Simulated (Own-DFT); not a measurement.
# Vacancy sites, with and without exact exchange: monoclinic HfO2, Hf32O62

All values are computed. Each geometry was run twice at fixed positions with Own-DFT, a retired in-house plane-wave program that no person has reviewed: with PBE, and with HSE06 (exact exchange share 0.25 at short range, screening 0.11 per bohr, Gygi-Baldereschi treatment of its divergence). Both used PseudoDojo norm-conserving files made for PBE, a cutoff of 48 hartree, the Gamma point alone, fixed occupations, a neutral cell and no spin. With Gamma alone and a thickness of 10.1 Å, finite-size errors remain in every number. The hafnium file keeps the 4f electrons in the core, and its forces lie about 75 meV/Å off all-electron values. The oxygen file's force components were 24 meV/Å off all-electron values in a glass.

Cell vectors in Å: (10.234, 0.000, 0.000); (0.000, 10.350, 0.000); (-1.696, 0.000, 10.445). Atoms were moved at random from their ideal sites, and each line below averages several runs of one case and one width of the moves; u² is the mean square move along one axis. E is the PBE energy of the cell and D the HSE06 energy less the PBE one, each over its lowest single run, with the standard error of the mean. Within a case the pair of sites differs from run to run.

- A: two O taken from sites with four and four neighbours, under 3.2 Å apart
- B: two O taken from sites with three and three neighbours, under 3.2 Å apart

```
case,runs,u² (Å²),E (eV),error of E,D (eV),error of D
A,10,0.000890,0.312,0.070,0.118,0.010
A,10,0.002508,4.179,0.168,0.333,0.021
A,10,0.006172,13.468,0.396,0.778,0.030
B,10,0.000928,0.776,0.102,0.089,0.013
B,10,0.002527,4.587,0.192,0.254,0.024
B,10,0.006457,14.190,0.756,0.774,0.039
```

Asked: how do the cases differ under PBE, and what does HSE06 change?

## Working it out

Fit E and D each to a + b u², with one a for each case and lines weighted by their errors. Against A, in eV:

| case | PBE | change by HSE06 | HSE06 |
|---|---|---|---|
| B | 0.36 ± 0.11 | -0.044 ± 0.014 | 0.31 ± 0.11 |

Under PBE, B lies above A by more than three errors. D is known much better than E, because both runs of a geometry share the same random moves. HSE06 moves B down against A. The slope b is 2443 ± 54 eV/Å² for E and 124 ± 4 for D, so at this fixed cell HSE06 makes random moves about 5 % costlier. The vacancies are unrelaxed, and relaxation differs between sites.
